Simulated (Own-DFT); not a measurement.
# Which defects push the lattice out? monoclinic HfO2

The numbers are computed, not measured, by runs of the plane-wave DFT program Own-DFT (in-house, retired, unreviewed) at fixed positions, with no spin and no spin-orbit coupling.

All runs used: PBE; PseudoDojo norm-conserving scalar-relativistic files; cutoff 72 hartree; 2 x 2 x 2 k mesh centred on Gamma; Fermi-Dirac smearing of 0.1 eV.

Limits (not all hold for every row): not probed for a lower state with spin; hafnium file: forces about 75 meV/angstrom off all-electron values; oxygen file: force components 24 meV/angstrom off all-electron in a glass; forces on such cells passed a denser k mesh, each cell not checked; stress not checked against mesh or cutoff.

All runs share one cell, with vectors in Å (10.234, 0.000, 0.000); (0.000, 10.350, 0.000); (-1.696, 0.000, 10.445) and a volume of 1106.4 Å³. Atoms were moved at random from their sites; u is the rms move along one axis. The defect's site can differ from row to row.

```
               cell    formula   u (Å)  P (GPa)
          no defect    Hf32O64  0.0206     3.72
          no defect    Hf32O64  0.0212     3.92
          no defect    Hf32O64  0.0504     5.47
one Si on a Hf site  Hf31O64Si  0.0288     2.92
one Si on a Hf site  Hf31O64Si  0.0309     2.54
one Si on a Hf site  Hf31O64Si  0.0495     3.94
    two O vacancies    Hf32O62  0.0280     3.97
    two O vacancies    Hf32O62  0.0287        ?
    two O vacancies    Hf32O62  0.0490     4.57
    two O vacancies    Hf32O62  0.0530     5.14
```

## Working it out

P = P0 + c u² + a shift for each defect gives P0 = 3.59 GPa, c = 689 ± 93 GPa/Å² and a scatter of 0.24 GPa. The shifts, and each times the cell's volume:

- two O vacancies: -0.41 ± 0.22 GPa, -2.8 eV (-1.4 eV for each of its 2 sites) (not resolved)
- one Si on a Hf site: -1.43 ± 0.20 GPa, -9.9 eV

Against the defect-free cell, a freed cell would be larger where the shift is positive and smaller where it is negative (160.2 GPa Å³ is 1 eV). The atoms around the defects weren't relaxed, which would change these numbers.

## The run left out

Asked: what pressure belongs in the blank (two O vacancies, u = 0.0287 Å)?

Estimate: 3.75 ± 0.30 GPa. The run itself gave 3.42 GPa.
